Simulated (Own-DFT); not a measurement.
# Shaking the atoms of beta-Si3N4, 112 atoms (N64Si48)

Calculated results; nothing here was measured. The program, named Own-DFT, is a retired in-house plane-wave density functional code that no person has reviewed. Each row is one single-point run on a periodic cell that was not relaxed, without spin or spin-orbit coupling.

Settings of every run: PBEsol; PseudoDojo norm-conserving scalar-relativistic files, made for PBE; cutoff 42 hartree; 2 x 2 x 4 k mesh centred on Gamma; Fermi-Dirac smearing of 0.1 eV.

Known limits, some of them of some rows only: some atoms lie very close together; forces on such cells moved up to 12 meV/angstrom on a denser k mesh; stress not checked against mesh or cutoff.

Cell vectors in Å: (15.212, 0.000, 0.000); (-7.606, 13.174, 0.000); (0.000, 0.000, 5.818). In each run every atom was moved at random and independently from its ideal site; u is the rms move along one axis. E is the free energy for each atom above the fitted value at u = 0, and F the rms of the force components.

| run | u (Å) | E (meV/atom) | F (eV/Å) | largest force (eV/Å) | P (GPa) |
|---|---|---|---|---|---|
| 1 | 0.0197 | 20.1 | 0.909 | 3.71 | 3.15 |
| 2 | 0.0200 | 17.0 | 0.828 | 2.79 | 3.12 |
| 3 | 0.0497 | 120.6 | 2.175 | 7.96 | 6.22 |
| 4 | 0.0514 | ? | ? | ? | ? |
| 5 | 0.0516 | 125.5 | 2.111 | 8.33 | 6.07 |
| 6 | 0.0963 | 470.6 | 4.864 | 23.94 | 15.10 |
| 7 | 0.0987 | 449.7 | 4.426 | 21.89 | 14.76 |
| 8 | 0.0998 | 445.0 | 4.492 | 18.95 | 14.98 |
| 9 | 0.1517 | 1138.9 | 8.481 | 41.89 | 33.10 |

## Worked fit

For small independent moves the energy grows as E = (3/2) K u², with K the mean stiffness felt by one atom. The runs with u up to 0.11 Å give K = 31.6 ± 0.9 eV/Å², with residuals divided by u² + 0.0006 Å², since the noise grows with the moves. The scatter is 7.1 meV/atom at u = 0.05 Å. The forces follow F = G u with G = 44.8 eV/Å²; no force at u = 0 is resolved. G exceeds K because the moves of its neighbours add to the force on an atom, and stiffness differs between atoms. At u = 0.152 Å the parabola gives 1091 meV/atom and the run 1139. The pressure follows P = 2.77 + 1262 u² GPa: at fixed volume, shortened bonds push harder than stretched ones pull.

## Withheld run

Question: what energy and rms force should run 4 give?

The fit gives 125 ± 8 meV/atom and about 2.30 eV/Å. The calculation gave 130.4 meV/atom and 2.169 eV/Å.
